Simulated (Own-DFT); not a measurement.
# What a defect does to the pressure of its cell: zincblende GaAs

Calculated, not measured: single-point runs of Own-DFT, a retired in-house plane-wave DFT program that no person has reviewed, on unrelaxed cells, without spin or spin-orbit coupling.

Settings: PBE; PseudoDojo norm-conserving scalar-relativistic files; cutoff 42 hartree; 3 x 3 x 3 k mesh centred on Gamma; Fermi-Dirac smearing of 0.1 eV.

Caveats (not all hold for every row): not probed for a lower state with spin; forces not confirmed at this smearing and k mesh; stress not checked against mesh or cutoff.

All runs share one cell, with vectors in Å (10.862, 0.000, 0.000); (0.000, 10.862, 0.000); (0.000, 0.000, 11.796) and a volume of 1391.7 Å³, strained against the parent crystal. The atoms are randomly displaced, by u rms on each axis. The defect's site can differ from row to row.

```
                             cell     formula   u (Å)  P (GPa)
                        no defect    As32Ga32  0.0294     6.68
                        no defect    As32Ga32  0.0310     6.69
                        no defect    As32Ga32  0.0483     6.99
one As vacancy and one Ga vacancy    As31Ga31  0.0305     6.02
one As vacancy and one Ga vacancy    As31Ga31  0.0505     6.32
one As vacancy and one Ga vacancy    As31Ga31  0.0512     6.23
              one P on an As site   As31Ga32P  0.0290     6.40
              one P on an As site   As31Ga32P  0.0460     6.73
              one P on an As site   As31Ga32P  0.0486     6.77
              one Al on a Ga site  AlAs32Ga31  0.0291     6.60
              one Al on a Ga site  AlAs32Ga31  0.0298     6.64
              one Al on a Ga site  AlAs32Ga31  0.0499        ?
              one Al on a Ga site  AlAs32Ga31  0.0549     7.24
              one In on a Ga site  As32Ga31In  0.0292     7.34
              one In on a Ga site  As32Ga31In  0.0293     7.41
              one In on a Ga site  As32Ga31In  0.0297     7.41
```

## Fit

P = P0 + c u² + a shift for each defect gives P0 = 6.46 GPa, c = 235 ± 21 GPa/Å² and a scatter of 0.06 GPa. The shifts, and each times the cell's volume:

- one In on a Ga site: 0.72 ± 0.05 GPa, 6.3 eV
- one Al on a Ga site: 0.00 ± 0.05 GPa, 0.0 eV (not resolved)
- one P on an As site: -0.24 ± 0.05 GPa, -2.1 eV
- one As vacancy and one Ga vacancy: -0.75 ± 0.05 GPa, -6.5 eV

A positive shift means that the defect pushes the cell outwards. Shift times volume (160.2 GPa Å³ is 1 eV) depends little on the cell's size, so, taken for each site, it can be compared between cells at like pressure. The atoms around the defects weren't relaxed, which would change these numbers.

## The run left out

Q: what pressure belongs in the blank (one Al on a Ga site, u = 0.0499 Å)?

Estimate: 7.04 ± 0.07 GPa. The run itself gave 7.03 GPa.
